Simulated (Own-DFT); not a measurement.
# Stretching a layer in its plane: grey tin, 32 atoms (Sn32)

The numbers are computed, not measured, by runs of the plane-wave DFT program Own-DFT (in-house, retired, unreviewed) at fixed positions, with no spin and no spin-orbit coupling.

Method: PBE; PseudoDojo norm-conserving scalar-relativistic files; cutoff 42 hartree; 3 x 3 x 5 k mesh centred on Gamma; cold (Marzari-Vanderbilt) smearing of 0.2 eV.

Keep in mind: forces on such cells failed a check on a denser k mesh; stress not checked against mesh or cutoff.

Unstrained cell vectors in Å: (12.978, 0.000, 0.000); (0.000, 12.978, 0.000); (0.000, 0.000, 6.489). The unstrained cell has measured lattice constants (interpolated for alloys), not those of this functional. That, the random moves and any unrelaxed bonds set the pressure at no strain. Each run strains x and y alike by e, as a substrate would, and holds the height along z. Each coordinate of each atom was shifted by a normal deviate of width 0.05 Å. Stress is positive in tension.

```
e (%),u (Å),(s_xx + s_yy)/2 (GPa),s_zz (GPa)
-2.50,0.046,-6.83,-5.95
-2.00,0.051,?,?
-1.00,0.047,-4.72,-4.43
-0.50,0.056,-4.31,-4.07
0.25,0.047,-3.32,-3.32
0.75,0.050,-2.72,-2.89
1.75,0.056,-1.84,-2.42
2.25,0.051,-1.27,-1.85
2.50,0.049,-1.01,-1.68
3.00,0.051,-0.67,-1.36
```

## Working it out

With e as a fraction, the in-plane stress is -3.6 + 115 e - 539 e² GPa (errors 2 and 92, scatter 0.08), and s_zz is -3.6 + 85 e - 383 e² GPa (slope ± 2, scatter 0.10). At e = 0 the first slope is C11 + C12 and the second 2 C12, both with the ions held to the strained lattice and at the cell's own pressure. The term in e² is negative: the layer stiffens under compression and softens under tension. A free layer would change its height as e changes, and the in-plane slope would drop by 2 C12²/C11 to the biaxial modulus. At fixed height, a misfit of 1 % moves the in-plane stress by about 1.2 GPa and s_zz by 0.8 GPa.

## Test on the hidden row

Asked: what are the two stresses at e = -2.00 %?

From the fit: -6.1 and -5.4 GPa. Computed: -6.16 and -5.49 GPa.
